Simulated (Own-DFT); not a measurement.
# Computed records: SiC (4H silicon carbide, atoms displaced), SiC (3C silicon carbide, atoms displaced), GaP (zincblende, strained, atoms displaced), GaAs (zincblende with one plane slipped along a stacking-fault path, atoms displaced)

All values are calculated (Own-DFT development build). A calculation, not a measurement: plane-wave PBE density functional theory by an unreviewed code, no spin, of a simulated periodic cell, stress positive in tension, free energy of the whole cell less one offset for each atom, forces on such cells passed a denser k mesh, this cell's mesh not checked; offsets are fitted by least squares, one for each functional and potential file, so energies compare only between cells with the same atoms and settings and are not formation energies; the far tail of each file's local potential was reset to the Coulomb form; each entry is a single point on an unrelaxed cell, so the pressure reflects the starting lattice, mostly measured values (interpolated for alloys), from which strain is counted, and rises with the displacements; printed positions are rounded, which can move forces by about a meV/angstrom; the program, named Own-DFT, is a retired in-house code; no spin-orbit coupling.

Settings shared by all entries: functional PBE; potential files PseudoDojo norm-conserving, scalar-relativistic, standard set; wave cutoff 42 hartree; occupations Fermi-Dirac; smearing width 0.1 eV.

(1) 
```cif
# cell vector a (Å): 6.1654 0.0000 0.0000
# cell vector b (Å): -3.0827 5.3394 0.0000
# cell vector c (Å): 0.0000 0.0000 10.0681
data_SiC
_symmetry_space_group_name_H-M 'P 1'
_symmetry_Int_Tables_number 1
_cell_length_a 6.1654
_cell_length_b 6.1654
_cell_length_c 10.0681
_cell_angle_alpha 90.000
_cell_angle_beta 90.000
_cell_angle_gamma 120.000
_cell_volume 331.44
loop_
_atom_site_label
_atom_site_type_symbol
_atom_site_fract_x
_atom_site_fract_y
_atom_site_fract_z
_atom_site_occupancy
Si1 Si 0.98526 0.98352 0.41735 1
Si2 Si 0.12396 0.30316 0.15836 1
C1 C 0.98590 0.99444 0.08801 1
C2 C 0.14826 0.34950 0.32423 1
Si3 Si 0.01862 0.51341 0.42497 1
Si4 Si 0.14703 0.83170 0.15031 1
C3 C 0.98305 0.48017 0.08803 1
C4 C 0.17148 0.82135 0.34444 1
Si5 Si 0.45247 0.98238 0.39216 1
Si6 Si 0.69362 0.34847 0.14342 1
C5 C 0.51480 0.01854 0.09263 1
C6 C 0.70057 0.31953 0.33758 1
Si7 Si 0.50463 0.48696 0.41151 1
Si8 Si 0.69664 0.83243 0.15184 1
C7 C 0.50873 0.51229 0.08317 1
C8 C 0.68247 0.82425 0.34536 1
Si9 Si 0.01032 0.01755 0.89161 1
Si10 Si 0.85814 0.68038 0.67552 1
C9 C 0.00305 0.00794 0.60008 1
C10 C 0.83582 0.66032 0.82485 1
Si11 Si 0.99699 0.47816 0.92173 1
Si12 Si 0.84229 0.14739 0.64174 1
C11 C 0.99262 0.49998 0.57847 1
C12 C 0.82995 0.18262 0.84532 1
Si13 Si 0.48163 0.01283 0.90739 1
Si14 Si 0.31517 0.65225 0.67466 1
C13 C 0.53188 0.99152 0.59845 1
C14 C 0.32757 0.65286 0.83971 1
Si15 Si 0.48344 0.49256 0.89486 1
Si16 Si 0.31358 0.17476 0.64532 1
C15 C 0.52189 0.49938 0.58723 1
C16 C 0.33952 0.16938 0.85113 1
_calc_hardware 'one NVIDIA H100'
_calc_k_mesh '5 x 5 x 3 centred on Gamma'
_calc_free_energy_of_cell_above_offsets '10.343'  # eV
_calc_pressure 15.86  # GPa
_calc_stress_xx -13.59  # GPa
_calc_stress_yy -8.23  # GPa
_calc_stress_zz -25.76  # GPa
_calc_stress_yz -0.66  # GPa
_calc_stress_xz 0.58  # GPa
_calc_stress_xy -4.18  # GPa
_calc_wall_time 125.5  # s
```

Force:
```
element  x (eV/Å)  y (eV/Å)  z (eV/Å)
     Si     0.632     1.701    -2.974
     Si      3.22     2.802    -2.741
      C     3.725      1.12    -2.489
      C     3.157    -1.364     6.961
     Si    -0.479    -2.007    -11.77
     Si     3.209     0.202     0.711
      C     3.859      4.33     1.512
      C    -7.902    -2.317    -2.596
     Si     11.49     5.639     3.753
     Si    -6.795    -2.772     3.891
      C    -0.905     -2.54     -0.15
      C    -3.672     0.407     0.483
     Si     0.317     0.498     -4.27
     Si    -6.433    -2.406      2.14
      C    -0.146      -1.4     0.222
      C    -2.294     -1.21    -0.913
     Si    -1.833    -2.122     1.667
     Si      -0.6    -1.873    -14.54
      C      2.73    -3.413    -1.856
      C     -0.45     0.212     14.78
     Si    -0.486     2.747    -6.008
     Si     -4.72     5.239     3.553
      C     1.099    -0.076     12.12
      C     0.931    -2.895    -1.751
     Si     5.252    -2.588     0.818
     Si     1.428      1.43    -7.848
      C    -6.371    -2.356    -1.646
      C    -2.042     1.246     5.026
     Si     2.749     1.856     2.382
     Si     6.724     1.154     2.063
      C    -1.939     0.044     3.203
      C    -3.451     0.711    -3.729
```

(2) 
```cif
# cell vector a (Å): 8.7192 0.0000 0.0000
# cell vector b (Å): 0.0000 8.7192 0.0000
# cell vector c (Å): 0.0000 0.0000 8.7192
data_SiC
_symmetry_space_group_name_H-M 'P 1'
_symmetry_Int_Tables_number 1
_cell_length_a 8.7192
_cell_length_b 8.7192
_cell_length_c 8.7192
_cell_angle_alpha 90.000
_cell_angle_beta 90.000
_cell_angle_gamma 90.000
_cell_volume 662.87
loop_
_atom_site_label
_atom_site_type_symbol
_atom_site_fract_x
_atom_site_fract_y
_atom_site_fract_z
_atom_site_occupancy
Si1 Si 0.99967 0.00209 0.00154 1
Si2 Si 0.99710 0.25000 0.24634 1
Si3 Si 0.24506 0.01123 0.25853 1
Si4 Si 0.24823 0.24969 0.99911 1
C1 C 0.12872 0.12984 0.12948 1
C2 C 0.12812 0.36693 0.37635 1
C3 C 0.37408 0.12872 0.37741 1
C4 C 0.37479 0.37156 0.12626 1
Si5 Si 0.00169 0.99755 0.50050 1
Si6 Si 0.00368 0.25622 0.75118 1
Si7 Si 0.25322 0.99833 0.75211 1
Si8 Si 0.25264 0.24924 0.50170 1
C5 C 0.12424 0.12079 0.62604 1
C6 C 0.12887 0.37737 0.87671 1
C7 C 0.37218 0.12528 0.87585 1
C8 C 0.37475 0.36783 0.62833 1
Si9 Si 0.99928 0.49664 0.00278 1
Si10 Si 0.00579 0.75947 0.24917 1
Si11 Si 0.24714 0.49916 0.24416 1
Si12 Si 0.24549 0.75425 0.99712 1
C9 C 0.11936 0.62307 0.12591 1
C10 C 0.12175 0.87077 0.37700 1
C11 C 0.37706 0.62475 0.37895 1
C12 C 0.37997 0.87128 0.12341 1
Si13 Si 0.00731 0.50503 0.49541 1
Si14 Si 0.00503 0.74437 0.74999 1
Si15 Si 0.24943 0.50385 0.75001 1
Si16 Si 0.24751 0.74525 0.50384 1
C13 C 0.12219 0.62681 0.62292 1
C14 C 0.12392 0.87462 0.87258 1
C15 C 0.37737 0.62481 0.87205 1
C16 C 0.37355 0.87611 0.62468 1
Si17 Si 0.49885 0.00172 0.99847 1
Si18 Si 0.49688 0.25270 0.24998 1
Si19 Si 0.75123 0.00000 0.24855 1
Si20 Si 0.74831 0.25075 0.99485 1
C17 C 0.62330 0.12967 0.12487 1
C18 C 0.62475 0.37492 0.37437 1
C19 C 0.87393 0.11725 0.37704 1
C20 C 0.87937 0.37954 0.12568 1
Si21 Si 0.50131 0.00057 0.50046 1
Si22 Si 0.49888 0.24229 0.74694 1
Si23 Si 0.74593 0.99813 0.75232 1
Si24 Si 0.74689 0.24460 0.49705 1
C21 C 0.62728 0.12650 0.63049 1
C22 C 0.62464 0.36997 0.88255 1
C23 C 0.87701 0.12403 0.87655 1
C24 C 0.87175 0.37717 0.61997 1
Si25 Si 0.50274 0.49925 0.00008 1
Si26 Si 0.50595 0.75172 0.25182 1
Si27 Si 0.75271 0.49942 0.25089 1
Si28 Si 0.74402 0.75017 0.99666 1
C25 C 0.62854 0.62136 0.12151 1
C26 C 0.62237 0.87489 0.37049 1
C27 C 0.87446 0.62748 0.37452 1
C28 C 0.86843 0.87838 0.12013 1
Si29 Si 0.49869 0.50243 0.49896 1
Si30 Si 0.49866 0.74993 0.74830 1
Si31 Si 0.75053 0.50141 0.74908 1
Si32 Si 0.75579 0.75509 0.49997 1
C29 C 0.62341 0.63062 0.62694 1
C30 C 0.62398 0.87031 0.87478 1
C31 C 0.87534 0.62469 0.87239 1
C32 C 0.87353 0.87268 0.62296 1
_calc_k_mesh '4 x 4 x 4 centred on Gamma'
_calc_free_energy_of_cell_above_offsets '-9.528'  # eV
_calc_pressure 3.76  # GPa
_calc_stress_xx -3.74  # GPa
_calc_stress_yy -3.67  # GPa
_calc_stress_zz -3.85  # GPa
_calc_stress_yz -0.32  # GPa
_calc_stress_xz -0.74  # GPa
_calc_stress_xy 0.37  # GPa
```

Force:
```
element  x (eV/Å)  y (eV/Å)  z (eV/Å)
     Si     0.071    -0.179    -0.209
     Si     0.116    -0.039      1.31
     Si     1.275    -2.343    -0.894
     Si     0.775     0.317     0.268
      C    -1.101    -0.698    -0.979
      C    -0.513     1.456    -0.513
      C     0.732    -0.384     0.199
      C    -0.345     0.992    -0.814
     Si    -0.549     0.045     0.637
     Si    -0.907    -0.968    -0.766
     Si    -0.875     0.294    -0.473
     Si    -0.717    -0.314     0.489
      C     0.436     0.694     0.105
      C    -0.567     0.109    -0.098
      C     0.283    -0.382    -0.122
      C      0.08     1.525    -0.391
     Si     0.005     1.131    -0.893
     Si    -2.219    -1.765    -0.774
     Si     0.622     -0.14     1.251
     Si      1.13    -1.049     0.815
      C     0.872     0.948     -0.42
      C     1.386     1.367      0.31
      C    -0.842     0.128    -1.107
      C     -1.29         1      0.57
     Si    -1.713    -1.453    -0.126
     Si    -1.739     1.255      0.09
     Si     0.672    -0.912    -0.082
     Si     0.992     1.079    -0.952
      C     1.026    -0.771     0.554
      C    -0.061     0.276     0.355
      C    -0.638      0.15     0.555
      C     0.173     -0.25    -0.058
     Si     0.238    -0.375     0.635
     Si     0.633    -0.349     0.079
     Si    -0.983     0.254    -0.244
     Si     0.907    -0.482     1.601
      C      0.26    -0.555     0.019
      C    -0.073    -0.059     0.041
      C     0.246     1.044    -0.643
      C    -1.122    -1.357    -0.051
     Si    -0.242    -0.151    -0.196
     Si     0.004     1.539     1.469
     Si     1.387    -0.272    -0.055
     Si     0.788     0.977     0.419
      C    -0.364     -1.02    -1.164
      C    -0.449     0.955    -2.361
      C    -0.166     0.552    -0.497
      C     0.864    -0.162     0.263
     Si    -0.733    -0.287     0.063
     Si    -1.251    -1.041     -0.86
     Si    -0.119       0.3    -0.052
     Si     1.399     -0.54      0.28
      C     -0.39     0.445     0.891
      C     1.166     0.704     1.202
      C     0.798     0.299    -0.331
      C     1.229    -0.478     0.376
     Si      0.59    -0.731     0.911
     Si    -0.001     0.154     0.082
     Si     -0.56    -0.397    -0.081
     Si    -1.466     -1.08    -0.395
      C     0.432     -0.79    -0.715
      C    -0.649      1.24    -0.311
      C     0.215    -0.188     0.643
      C     0.844     0.731     1.148
```

(3) 
```cif
# cell vector a (Å): 10.8620 0.0000 0.0000
# cell vector b (Å): 0.0000 10.8620 0.0000
# cell vector c (Å): 0.0000 0.0000 10.9439
data_GaP
_symmetry_space_group_name_H-M 'P 1'
_symmetry_Int_Tables_number 1
_cell_length_a 10.8620
_cell_length_b 10.8620
_cell_length_c 10.9439
_cell_angle_alpha 90.000
_cell_angle_beta 90.000
_cell_angle_gamma 90.000
_cell_volume 1291.19
loop_
_atom_site_label
_atom_site_type_symbol
_atom_site_fract_x
_atom_site_fract_y
_atom_site_fract_z
_atom_site_occupancy
Ga1 Ga 0.99855 0.99885 0.00516 1
Ga2 Ga 0.99833 0.24213 0.24852 1
Ga3 Ga 0.25406 0.99925 0.24905 1
Ga4 Ga 0.24954 0.24695 0.00327 1
P1 P 0.12570 0.12646 0.12628 1
P2 P 0.12697 0.37660 0.36953 1
P3 P 0.37303 0.12199 0.37383 1
P4 P 0.37195 0.37962 0.12513 1
Ga5 Ga 0.00010 0.99941 0.49998 1
Ga6 Ga 0.99958 0.25126 0.74872 1
Ga7 Ga 0.24861 0.99949 0.75628 1
Ga8 Ga 0.25376 0.24982 0.50060 1
P5 P 0.12867 0.12634 0.62579 1
P6 P 0.12407 0.37649 0.87993 1
P7 P 0.37473 0.12537 0.88029 1
P8 P 0.37395 0.37878 0.62470 1
Ga9 Ga 0.00307 0.49631 0.99793 1
Ga10 Ga 0.99618 0.75291 0.25159 1
Ga11 Ga 0.25574 0.49911 0.25182 1
Ga12 Ga 0.24579 0.74571 0.00119 1
P9 P 0.12604 0.63006 0.12386 1
P10 P 0.12758 0.87520 0.37503 1
P11 P 0.37967 0.62494 0.37574 1
P12 P 0.37620 0.88152 0.12909 1
Ga13 Ga 0.99681 0.49496 0.50065 1
Ga14 Ga 0.00232 0.75004 0.74932 1
Ga15 Ga 0.24787 0.49425 0.74840 1
Ga16 Ga 0.25060 0.74038 0.50346 1
P13 P 0.12857 0.62241 0.62573 1
P14 P 0.12045 0.87759 0.87688 1
P15 P 0.37999 0.62607 0.87768 1
P16 P 0.36969 0.87775 0.62133 1
Ga17 Ga 0.49859 0.99965 0.00164 1
Ga18 Ga 0.50351 0.24987 0.24828 1
Ga19 Ga 0.75434 0.99809 0.24954 1
Ga20 Ga 0.75149 0.25251 0.99591 1
P17 P 0.62113 0.12861 0.12406 1
P18 P 0.62644 0.37710 0.37689 1
P19 P 0.87798 0.12999 0.37506 1
P20 P 0.87714 0.37752 0.12591 1
Ga21 Ga 0.50047 0.99680 0.49906 1
Ga22 Ga 0.50406 0.25241 0.75159 1
Ga23 Ga 0.74516 0.00191 0.75117 1
Ga24 Ga 0.75333 0.24785 0.50097 1
P21 P 0.62481 0.12393 0.61871 1
P22 P 0.62755 0.37954 0.87663 1
P23 P 0.87231 0.12530 0.87047 1
P24 P 0.87270 0.37511 0.62658 1
Ga25 Ga 0.50233 0.50226 0.99604 1
Ga26 Ga 0.49912 0.74993 0.24824 1
Ga27 Ga 0.74720 0.50191 0.25209 1
Ga28 Ga 0.74959 0.74542 0.00163 1
P25 P 0.62634 0.62451 0.12838 1
P26 P 0.62167 0.87854 0.37710 1
P27 P 0.87606 0.62696 0.37912 1
P28 P 0.87366 0.87734 0.12249 1
Ga29 Ga 0.49863 0.49531 0.50091 1
Ga30 Ga 0.49376 0.74863 0.74930 1
Ga31 Ga 0.74925 0.49593 0.74848 1
Ga32 Ga 0.74988 0.75085 0.49982 1
P29 P 0.62683 0.62239 0.62650 1
P30 P 0.62245 0.87727 0.87277 1
P31 P 0.87837 0.61823 0.86992 1
P32 P 0.87365 0.87212 0.62469 1
_calc_hardware 'one NVIDIA H100'
_calc_k_mesh '3 x 3 x 3 centred on Gamma'
_calc_free_energy_of_cell_above_offsets '-34.959'  # eV
_calc_pressure 3.15  # GPa
_calc_stress_xx -3.34  # GPa
_calc_stress_yy -3.3  # GPa
_calc_stress_zz -2.82  # GPa
_calc_stress_yz 0.05  # GPa
_calc_stress_xz 1.06  # GPa
_calc_stress_xy -0.02  # GPa
_calc_wall_time 489.9  # s
```

Force:
```
element  x (eV/Å)  y (eV/Å)  z (eV/Å)
     Ga     0.042     0.671    -0.593
     Ga     0.377     1.228     -0.12
     Ga    -0.763     0.209     0.345
     Ga     0.047     0.585    -0.118
      P    -0.019    -0.666    -0.049
      P    -0.328    -0.507     0.552
      P     0.619     0.553      0.16
      P     0.811    -0.576    -0.371
     Ga     0.185     0.022     0.144
     Ga      0.27    -0.078     0.145
     Ga     0.097     0.203    -0.343
     Ga    -0.323     0.131    -0.332
      P    -0.333     -0.08     0.074
      P     0.461    -0.856    -0.702
      P       0.2     0.136    -0.596
      P     0.269     -0.85     0.255
     Ga    -0.289     0.796     0.645
     Ga     0.422    -0.013    -0.078
     Ga    -0.582     0.747    -0.129
     Ga     0.737     0.953    -0.275
      P    -0.535    -0.903     0.733
      P    -0.054    -0.272     0.115
      P    -0.157    -0.113     0.013
      P    -0.128     -1.19    -0.793
     Ga     0.559     0.295    -0.178
     Ga    -0.144    -0.108    -0.075
     Ga      0.24     0.596      0.71
     Ga     0.068     0.817    -0.621
      P    -0.763    -0.304     0.153
      P     0.337    -0.421     0.113
      P    -1.094    -0.204     -0.36
      P     0.193    -0.378     0.552
     Ga     0.304      0.09    -0.067
     Ga    -0.651     0.388     0.401
     Ga    -0.683     0.641      0.18
     Ga     0.039    -0.131     0.556
      P     0.996     -0.44    -0.208
      P    -0.031    -0.578    -0.037
      P    -0.365    -0.995     0.198
      P    -0.268    -0.305      0.06
     Ga    -0.574     0.466     0.076
     Ga    -0.318    -0.173    -0.156
     Ga     0.288    -0.257    -0.471
     Ga    -0.292     0.396    -0.206
      P    -0.164     0.185     0.632
      P    -0.206    -0.479    -0.213
      P      0.41    -0.065      0.51
      P     0.224    -0.348    -0.187
     Ga    -0.116    -0.127     0.778
     Ga     0.132     0.342      0.23
     Ga     0.662    -0.092      0.15
     Ga     0.142     0.215    -0.714
      P    -0.317     0.068    -0.366
      P     0.716    -0.667    -0.576
      P    -0.183    -0.242    -0.415
      P    -0.151    -0.628     0.269
     Ga     0.444     0.642     0.005
     Ga     0.516     0.434    -0.433
     Ga     0.029     0.527     0.047
     Ga    -0.363    -0.052     0.068
      P    -0.441      0.26      -0.2
      P    -0.036    -0.577     0.401
      P    -0.239     0.548     0.472
      P     0.069      0.53     0.239
```

(4) 
```cif
# cell vector a (Å): 5.6533 -5.6533 0.0000
# cell vector b (Å): 0.0000 5.6533 -5.6533
# cell vector c (Å): 11.4950 11.4950 10.9297
data_GaAs
_symmetry_space_group_name_H-M 'P 1'
_symmetry_Int_Tables_number 1
_cell_length_a 7.9950
_cell_length_b 7.9950
_cell_length_c 19.5890
_cell_angle_alpha 88.831
_cell_angle_beta 90.000
_cell_angle_gamma 120.000
_cell_volume 1084.07
loop_
_atom_site_label
_atom_site_type_symbol
_atom_site_fract_x
_atom_site_fract_y
_atom_site_fract_z
_atom_site_occupancy
Ga1 Ga 0.00747 0.00502 0.99911 1
As1 As 0.98857 0.99772 0.12378 1
Ga2 Ga 0.16512 0.31737 0.16902 1
As2 As 0.16047 0.31220 0.28295 1
Ga3 Ga 0.32296 0.14971 0.33601 1
As3 As 0.32659 0.14260 0.45643 1
Ga4 Ga 0.03019 0.03567 0.49610 1
As4 As 0.99964 0.01677 0.62627 1
Ga5 Ga 0.16793 0.36046 0.66649 1
As5 As 0.17665 0.35241 0.78711 1
Ga6 Ga 0.33487 0.16064 0.83641 1
As6 As 0.33354 0.16195 0.95585 1
Ga7 Ga 0.00224 0.50583 0.00288 1
As7 As 0.98475 0.47594 0.12465 1
Ga8 Ga 0.16722 0.82007 0.16877 1
As8 As 0.15670 0.82354 0.29090 1
Ga9 Ga 0.31918 0.64353 0.33574 1
As9 As 0.30666 0.62372 0.46578 1
Ga10 Ga 0.01328 0.53447 0.49763 1
As10 As 0.01473 0.52243 0.62508 1
Ga11 Ga 0.18169 0.85787 0.66829 1
As11 As 0.17243 0.83493 0.79293 1
Ga12 Ga 0.35131 0.68243 0.83140 1
As12 As 0.32157 0.67121 0.95702 1
Ga13 Ga 0.51038 0.00641 0.00148 1
As13 As 0.49110 0.99206 0.12462 1
Ga14 Ga 0.65973 0.31406 0.16484 1
As14 As 0.66285 0.31796 0.29400 1
Ga15 Ga 0.81677 0.14976 0.32708 1
As15 As 0.80762 0.12822 0.45694 1
Ga16 Ga 0.51165 0.02820 0.50337 1
As16 As 0.51146 0.00536 0.61782 1
Ga17 Ga 0.69914 0.36748 0.66808 1
As17 As 0.68468 0.34796 0.79118 1
Ga18 Ga 0.84120 0.17529 0.82791 1
As18 As 0.82720 0.16540 0.95937 1
Ga19 Ga 0.48565 0.49553 0.99921 1
As19 As 0.47987 0.48036 0.12460 1
Ga20 Ga 0.64118 0.80728 0.15944 1
As20 As 0.67372 0.82820 0.29790 1
Ga21 Ga 0.80944 0.64016 0.33306 1
As21 As 0.83259 0.64954 0.46242 1
Ga22 Ga 0.52299 0.54286 0.50209 1
As22 As 0.52065 0.53223 0.62665 1
Ga23 Ga 0.68278 0.85658 0.66560 1
As23 As 0.65650 0.84137 0.78507 1
Ga24 Ga 0.84320 0.67369 0.83682 1
As24 As 0.82714 0.66201 0.96122 1
_calc_k_mesh '4 x 4 x 2 centred on Gamma'
_calc_free_energy_of_cell_above_offsets '-14.126'  # eV
_calc_pressure 5.22  # GPa
_calc_stress_xx -5.02  # GPa
_calc_stress_yy -5.43  # GPa
_calc_stress_zz -5.21  # GPa
_calc_stress_yz -1.32  # GPa
_calc_stress_xz -0.56  # GPa
_calc_stress_xy 2.02  # GPa
```

Force:
```
element  x (eV/Å)  y (eV/Å)  z (eV/Å)
     Ga     -0.52     0.287      0.39
     As     0.133    -0.781     0.901
     Ga    -1.844    -0.452    -0.863
     As     1.679      2.14     1.398
     Ga    -0.466    -0.586    -0.486
     As     1.192     0.217    -2.262
     Ga    -1.245     1.367     2.499
     As     1.019    -1.046    -1.158
     Ga     0.448    -1.508     0.244
     As     0.914     0.005     1.162
     Ga    -0.548    -0.488    -1.507
     As     0.787     0.619     0.128
     Ga    -0.856     -0.28     0.416
     As     1.212     0.213    -0.512
     Ga    -1.323     0.363     -0.08
     As     0.272    -0.001      0.92
     Ga     0.174    -0.029    -0.183
     As     0.346    -1.081    -3.462
     Ga     -0.13      -0.1     3.869
     As     -0.25     0.104    -1.242
     Ga    -0.254    -0.102    -0.187
     As    -0.098       0.2    -0.429
     Ga    -0.798     0.717      1.12
     As     0.827    -0.563     -0.27
     Ga    -0.909     0.137     0.455
     As    -0.169    -0.213     0.217
     Ga     0.166     1.048         0
     As    -1.463     0.199     -0.51
     Ga     1.831     0.023     0.259
     As     0.825    -0.572    -2.356
     Ga    -1.256    -1.275     1.079
     As     1.418     2.376     0.506
     Ga    -1.417     0.173     0.634
     As    -0.671     0.786     0.397
     Ga     0.463     0.171      0.59
     As     0.524    -0.996    -1.082
     Ga    -0.168    -0.093    -0.143
     As      0.44    -1.081    -0.226
     Ga     1.538     0.534      0.13
     As    -2.544    -0.518     0.165
     Ga     1.469    -0.157    -0.074
     As    -1.391     1.058    -3.148
     Ga     0.375     -0.66     2.223
     As    -0.551    -0.343     0.983
     Ga    -0.797     0.026     0.115
     As     2.272    -0.581     0.058
     Ga    -0.669     0.328    -0.321
     As     0.011     0.412    -0.358
```
